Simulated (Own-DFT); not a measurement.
## Calculated data, HfO2 (monoclinic hafnia, atoms displaced)

A calculation, not a measurement: plane-wave PBE density functional theory by an unreviewed code, no spin, of a simulated periodic cell, stress positive in tension, free energy of the whole cell less one offset for each atom, hafnium file: forces about 75 meV/angstrom off all-electron values; oxygen file: force components 24 meV/angstrom off all-electron in one glass; forces on such cells passed a denser k mesh, this cell's mesh not checked; offsets are fitted by least squares, one for each functional and potential file, so energies compare only between cells with the same atoms and settings and are not formation energies; the far tail of each file's local potential was reset to the Coulomb form; each entry is a single point on an unrelaxed cell, so the pressure reflects the starting lattice, mostly measured values, from which strain is counted, and rises with the displacements; printed positions are rounded, which can move forces by about a meV/angstrom; the program is a retired in-house code; no spin-orbit coupling; before rounding, a Quantum ESPRESSO 7.3.1 run of the same cell and cutoff gave forces within 1 meV/angstrom rms on each cell, which checks the program and not the settings. Program: Own-DFT development build.

Settings shared by all entries: functional PBE; potential files PseudoDojo norm-conserving, scalar-relativistic, standard set; wave cutoff 72 hartree; occupations Fermi-Dirac; smearing width 0.1 eV; k mesh 2 x 2 x 2 centred on Gamma.

(1) HfO2 (monoclinic hafnia, atoms displaced)

```xyz
96
Lattice="10.2340 0.0000 0.0000 0.0000 10.3500 0.0000 -1.6955 0.0000 10.4453" Properties=species:S:1:pos:R:3 HfO2
Hf     1.2348     0.1799     1.1294
Hf     3.4091     2.7361     1.4746
Hf     3.0122     4.9575     4.1389
Hf     0.8595     2.3511     3.7083
O      0.1301     1.7367     1.8074
O      4.6049     4.2987     0.7062
O      4.1715     3.4044     3.3648
O     -0.3397     0.9195     4.4431
O      1.8883     3.9149     2.4357
O      2.7588     1.4186     0.1594
O      2.4120     1.2365     2.8150
O      1.4957     3.8446     5.1043
Hf     0.3618     0.2222     6.2337
Hf     2.6336     2.7798     6.7978
Hf     2.2323     4.9462     9.3667
Hf    -0.0285     2.3567     8.8489
O     -0.7648     1.6745     6.9156
O      3.8440     4.2923     6.0601
O      3.3717     3.5072     8.6307
O     -1.1292     0.8201     9.6432
O      1.0741     3.9612     7.6779
O      1.9284     1.3739     5.4185
O      1.4983     1.3239     7.9510
O      0.5224     3.8215    10.3928
Hf     1.1893     5.2898     1.0256
Hf     3.4235     7.9400     1.6055
Hf     2.9412    10.1231     4.1153
Hf     0.8217     7.4561     3.7299
O      0.0743     6.9886     1.8185
O      4.6827     9.4307     0.8679
O      4.1897     8.5289     3.4672
O     -0.3439     5.9926     4.4193
O      1.9133     9.0734     2.5159
O      2.8126     6.5529     0.1181
O      2.3137     6.4381     2.6867
O      1.3775     9.0033     5.1120
Hf     0.4342     5.3782     6.3248
Hf     2.6006     7.9082     6.7775
Hf     2.1527    10.1770     9.2738
Hf    -0.0358     7.5597     8.9758
O     -0.7706     6.8468     6.9901
O      3.7111     9.4458     5.9925
O      3.2679     8.5947     8.6089
O     -1.2061     6.0272     9.5861
O      1.0453     9.1071     7.7763
O      1.8971     6.4523     5.4072
O      1.5176     6.4417     7.9925
O      0.6137     9.0421    10.3007
Hf     6.3245     0.2237     1.2776
Hf     8.5751     2.7315     1.4765
Hf     8.1887     5.0285     4.1638
Hf     5.9978     2.2968     3.6995
O      5.2711     1.7242     1.8213
O      9.6809     4.3244     0.7582
O      9.3414     3.4920     3.5008
O      4.7776     0.8367     4.4477
O      7.0266     3.9959     2.4946
O      7.9452     1.3835     0.1001
O      7.4462     1.2110     2.6958
O      6.6383     3.8389     5.1964
Hf     5.4450     0.1953     6.2109
Hf     7.7023     2.8044     6.7742
Hf     7.3066     4.9579     9.4121
Hf     5.1512     2.3841     8.9837
O      4.2877     1.6680     7.0193
O      8.8694     4.3027     6.0334
O      8.4163     3.5098     8.6138
O      3.8558     0.8779     9.6851
O      6.0981     3.9027     7.7768
O      6.9989     1.3654     5.3610
O      6.7127     1.2583     7.9882
O      5.8314     3.9252    10.4172
Hf     6.2374     5.4060     1.0133
Hf     8.5493     7.9037     1.4184
Hf     8.1708    10.1597     4.1198
Hf     5.9122     7.5783     3.7425
O      5.1737     6.8478     1.9244
O      9.7078     9.4722     0.7557
O      9.2775     8.6636     3.3821
O      4.7306     6.0787     4.4888
O      6.9019     9.0435     2.4820
O      7.9407     6.4537     0.1332
O      7.4906     6.4267     2.7181
O      6.6233     9.0387     5.1437
Hf     5.5402     5.4734     6.3579
Hf     7.8072     7.9319     6.7816
Hf     7.3250    10.1736     9.3541
Hf     5.0255     7.5324     8.9371
O      4.2505     6.7699     7.1056
O      8.9342     9.5243     6.0214
O      8.4739     8.5800     8.5879
O      3.8881     5.9855     9.7011
O      6.1569     9.1794     7.7906
O      7.0556     6.5357     5.3101
O      6.6256     6.4496     7.8822
O      5.6884     9.0638    10.3809
```

| Quantity | Value |
| --- | --- |
| free energy of cell above offsets | -93.849 eV |
| pressure | 5.69 GPa |
| stress xx | -5.42 GPa |
| stress yy | -5.22 GPa |
| stress zz | -6.43 GPa |
| stress yz | -0.34 GPa |
| stress xz | -0.68 GPa |
| stress xy | -0.09 GPa |

Force:
```csv
element,x (eV/Å),y (eV/Å),z (eV/Å)
Hf,-0.404,-0.482,-1.076
Hf,1.342,2.028,1.61
Hf,1.788,-1.024,0.29
Hf,-1.042,1.914,0.68
O,-0.485,-0.083,-0.173
O,-0.596,-1.318,1.251
O,0.227,0.316,0.537
O,-0.642,-0.35,-1.211
O,-0.097,-0.343,0.628
O,0.012,-1.883,-0.969
O,-0.062,0.191,-1.18
O,0.023,-0.085,-0.295
Hf,0.894,-0.865,1.592
Hf,0.84,1.334,-1.101
Hf,-2.136,0.055,-0.938
Hf,-1.241,0.77,0.571
O,-0.948,1.564,1.567
O,-0.735,-0.178,-0.456
O,0.74,-0.808,0.373
O,-0.185,0.439,-0.45
O,-0.366,-0.703,1.084
O,0.515,-0.782,-1.376
O,0.359,-0.643,0.396
O,0.597,0.016,-1.451
Hf,0.387,1.786,0.705
Hf,1.337,0.377,-1.496
Hf,1.37,-1.225,1.319
Hf,-1.529,1.475,-0.64
O,0.32,-1.213,-0.787
O,-1.284,-0.049,-0.115
O,-1.397,1.624,0.462
O,0.78,0.825,-0.118
O,-0.452,0.532,0.127
O,-0.275,-0.675,0.18
O,0.412,-0.858,0.993
O,0.565,-0.334,-0.519
Hf,-1.435,-1.067,0.432
Hf,-0.683,1.043,-0.212
Hf,0.912,-0.703,1.908
Hf,0.639,-0.029,-0.548
O,0.095,0.481,0.306
O,0.223,-0.171,0.158
O,1.282,-0.173,0.741
O,0.051,-0.027,0.543
O,-0.329,0.206,-1.063
O,1.082,0.637,-1.042
O,0.05,0.002,-0.142
O,0.017,0.474,0.834
Hf,-0.284,-2.606,-4.515
Hf,-0.024,2.496,1.877
Hf,-1.705,-1.64,-0.76
Hf,-1.348,3.399,0.982
O,-2.124,1.427,0.165
O,1.291,-0.472,1.329
O,0.492,-1.132,-1.159
O,-1.153,-0.141,-1.7
O,-0.037,-1.569,0.054
O,-0.121,-0.542,0.202
O,1.897,0.414,1.025
O,-0.701,-0.1,-0.859
Hf,0.578,-0.463,2.387
Hf,-0.199,0.66,-0.838
Hf,-0.594,0.528,-1.998
Hf,-1.133,-0.348,-0.909
O,0.701,-0.108,0.816
O,1.045,0.412,0.658
O,1.624,-1.338,0.163
O,0.524,0.632,-0.3
O,0.022,0.283,0.131
O,0.825,-0.535,-0.569
O,-0.529,0.822,-0.143
O,-1.736,-1.788,-0.914
Hf,2.178,-0.749,3.776
Hf,-0.343,1.058,2.299
Hf,0.263,-1.697,0.708
Hf,1.266,-0.953,-0.221
O,-0.87,-0.106,-1.036
O,0.962,0.503,0.525
O,0.402,-0.074,0.267
O,-0.55,-0.2,-0.043
O,0.77,0.247,0.872
O,-0.66,0.652,-1.128
O,0.263,0.728,-0.129
O,-0.091,0.081,-0.205
Hf,-0.149,-2.607,-1.402
Hf,-0.888,1.196,-0.849
Hf,-0.685,-1.222,-0.376
Hf,0.775,1.602,-0.166
O,-0.391,1.195,0.63
O,-0.941,-0.825,-0.216
O,0.019,0.594,1.005
O,0.507,1.798,-1.747
O,-0.362,-1.116,-0.429
O,0.373,0.159,0.474
O,0.076,0.29,1.181
O,0.229,-0.863,-0.844
```

(2) HfO2 (monoclinic hafnia, atoms displaced)

```xyz
96
Lattice="10.2340 0.0000 0.0000 0.0000 10.3500 0.0000 -1.6955 0.0000 10.4453" Properties=species:S:1:pos:R:3 HfO2
Hf     1.3781     0.1598     1.2580
Hf     3.5413     2.8952     1.5365
Hf     2.9699     5.0757     4.2099
Hf     0.9244     2.3309     3.6239
O      0.0757     1.6137     1.7909
O      4.6154     4.3481     0.8448
O      4.0290     3.5813     3.3250
O     -0.4068     0.9010     4.3407
O      1.7941     3.9591     2.5526
O      2.6621     1.3542     0.0943
O      2.2899     1.3051     2.6630
O      1.4088     3.9299     5.2204
Hf     0.4528     0.1660     6.2000
Hf     2.6789     2.9389     6.6674
Hf     2.2095     4.9901     9.2017
Hf    -0.0043     2.4779     8.8102
O     -0.6524     1.8247     6.9927
O      3.8124     4.3591     5.9658
O      3.1886     3.4414     8.5694
O     -1.1923     0.8004     9.5377
O      1.0341     3.9385     7.7135
O      1.8223     1.3061     5.3690
O      1.5692     1.3538     7.7262
O      0.6880     3.8740    10.2916
Hf     1.3630     5.3267     1.0576
Hf     3.3898     8.0148     1.4876
Hf     3.0388    10.0206     4.2322
Hf     0.7444     7.5953     3.8094
O      0.0963     6.9243     1.9631
O      4.6249     9.5033     0.6879
O      4.3339     8.6741     3.3003
O     -0.4107     5.9728     4.3402
O      1.9974     9.2196     2.4434
O      2.8243     6.3846     0.2162
O      2.4767     6.5145     2.8822
O      1.3706     9.1179     5.2331
Hf     0.3646     5.4724     6.2671
Hf     2.8027     8.0873     6.7265
Hf     2.1622    10.0627     9.4157
Hf    -0.0182     7.5421     8.9994
O     -0.7246     6.8253     6.9772
O      3.8364     9.5542     5.9927
O      3.5180     8.6367     8.6403
O     -1.2379     6.1263     9.6326
O      1.1663     9.0419     7.6742
O      1.9195     6.5234     5.3853
O      1.4837     6.4914     7.7925
O      0.7019     9.0269    10.3080
Hf     6.2430     0.1205     1.1694
Hf     8.6065     2.7379     1.4321
Hf     8.1410     5.1562     4.2376
Hf     5.9565     2.3996     3.7337
O      5.1845     1.6957     1.6682
O      9.7818     4.4549     0.8329
O      9.2363     3.3520     3.5109
O      4.8716     0.9080     4.4951
O      6.9112     3.8842     2.4276
O      7.9772     1.2966     0.0663
O      7.5274     1.1687     2.6571
O      6.6182     3.7961     5.0745
Hf     5.4937     0.2322     6.2906
Hf     7.8404     2.8521     6.6418
Hf     7.2328     4.8890     9.4002
Hf     5.0319     2.3157     8.9721
O      4.5406     1.7160     7.0658
O      8.9572     4.3104     5.9590
O      8.4745     3.4291     8.6690
O      3.8873     0.8270     9.5297
O      6.1300     3.9084     7.8086
O      7.0810     1.3708     5.4405
O      6.5636     1.1727     7.9063
O      5.7762     3.9382    10.2595
Hf     6.1942     5.3968     1.1853
Hf     8.5183     7.9182     1.5566
Hf     8.1846    10.0825     4.1646
Hf     5.7935     7.5232     3.7716
O      5.1958     6.9999     1.7757
O      9.7487     9.6117     0.6696
O      9.1528     8.5753     3.3881
O      4.9515     6.0277     4.4040
O      6.9986     9.1689     2.4178
O      7.8790     6.4341     0.2163
O      7.5325     6.4745     2.6918
O      6.6049     9.0233     5.1573
Hf     5.5094     5.4926     6.3087
Hf     7.6093     8.0641     6.7148
Hf     7.3015    10.1810     9.3246
Hf     5.0420     7.5523     8.9160
O      4.2938     7.0497     7.0909
O      8.9828     9.5485     6.1125
O      8.5677     8.5436     8.6081
O      3.8467     5.9434     9.5782
O      6.1495     9.1157     7.6791
O      6.9568     6.5652     5.3759
O      6.6399     6.4236     7.9357
O      5.7913     9.0414    10.3728
```

| Quantity | Value |
| --- | --- |
| free energy of cell above offsets | -83.484 eV |
| pressure | 9.49 GPa |
| stress xx | -9.7 GPa |
| stress yy | -10.25 GPa |
| stress zz | -8.51 GPa |
| stress yz | 1.41 GPa |
| stress xz | -0.35 GPa |
| stress xy | -1.32 GPa |

Force:
```csv
element,x (eV/Å),y (eV/Å),z (eV/Å)
Hf,-5.171,4.029,-7.666
Hf,-1.752,-1.839,-1.821
Hf,-0.629,-1.608,-0.865
Hf,-4.331,1.973,1.705
O,-0.601,1.279,0.244
O,-0.6,-0.098,-0.918
O,2.316,-0.975,1.796
O,0.264,-1.135,0.188
O,0.366,0.455,-0.345
O,1.905,-0.207,0.268
O,3.31,-0.957,1.647
O,1.628,-0.964,-1.868
Hf,-2.288,3.573,4.915
Hf,-2.221,-3.477,1.412
Hf,-2.326,0.2,0.85
Hf,-0.249,-3.134,1.164
O,-1.726,0.113,-1.307
O,1.343,1.395,0.128
O,2.482,-0.975,0.429
O,0.587,0.958,-0.561
O,-0.083,1.362,-0.963
O,3.554,1.369,-3.059
O,0.596,-1.281,2.119
O,-0.189,0.313,0.688
Hf,-3.277,0.036,0.445
Hf,1.49,-1.851,-0.286
Hf,0.525,3.61,-1.783
Hf,-1.179,-1.709,-1.823
O,1.103,0.228,-0.467
O,-1.111,-1.991,2.023
O,-2.744,2.038,1.159
O,2.838,2.582,0.267
O,0.84,-3.936,4.426
O,1.239,2.452,-0.729
O,-0.384,1.236,-0.917
O,2.85,-3.004,-3.898
Hf,0.669,-2.021,1.827
Hf,-6,-0.705,1.999
Hf,-0.049,3.643,-4.096
Hf,-1.266,-0.433,-2.657
O,-2.893,2.423,0.149
O,-1.006,-0.81,-0.682
O,-2.63,1.628,-0.103
O,0.539,-0.644,0.745
O,0.338,0.707,1.09
O,0.96,1.727,-1.148
O,1.609,-0.717,2.37
O,-1.122,-1.533,1.329
Hf,3.639,1.508,-2.374
Hf,0.649,0.811,2.207
Hf,-1.055,-4.482,-2.562
Hf,1.6,0.299,-1.218
O,-1.022,1.312,1.584
O,-0.54,-1.839,0.206
O,-0.075,0.719,-1.132
O,-2.743,-0.571,-2.072
O,0.028,0.081,0.261
O,-1.199,1.028,0.315
O,-0.93,1.189,1.174
O,-0.726,1.489,0.599
Hf,3.577,1.741,2.18
Hf,-0.54,-1.268,2.353
Hf,1.885,1.965,-1.044
Hf,1.413,0.301,-0.916
O,-3.82,2.192,-1.042
O,-0.664,0.684,0.466
O,-0.479,0.534,-0.401
O,-0.411,-0.358,0.926
O,0.01,0.678,-1.963
O,0.324,-0.657,-1.721
O,1.178,0.831,0.899
O,-1.908,-2.289,1.735
Hf,3.454,0.024,-1.334
Hf,0.904,1.315,-2.753
Hf,-0.457,2.724,-0.452
Hf,4.885,2.705,-2.94
O,-0.809,0.12,0.269
O,0.725,-2.114,2.991
O,2.353,-0.482,1.707
O,-4.125,-2.743,0.374
O,-0.23,-1.932,1.964
O,-0.593,0.63,-0.896
O,-1.391,-0.289,1.774
O,-0.451,-0.273,-1.101
Hf,0.701,-2.733,2.834
Hf,3.373,-0.665,2.556
Hf,1.967,-0.203,0.275
Hf,3.238,-0.83,3.081
O,3.034,-3.581,-1.919
O,-2.465,-1.567,-1.004
O,-1.392,0.861,-0.568
O,1.778,1.654,0.075
O,-0.239,-1.189,0.359
O,1.764,0.114,-0.038
O,-0.533,0.398,-0.406
O,-1.202,-1.173,-0.727
```
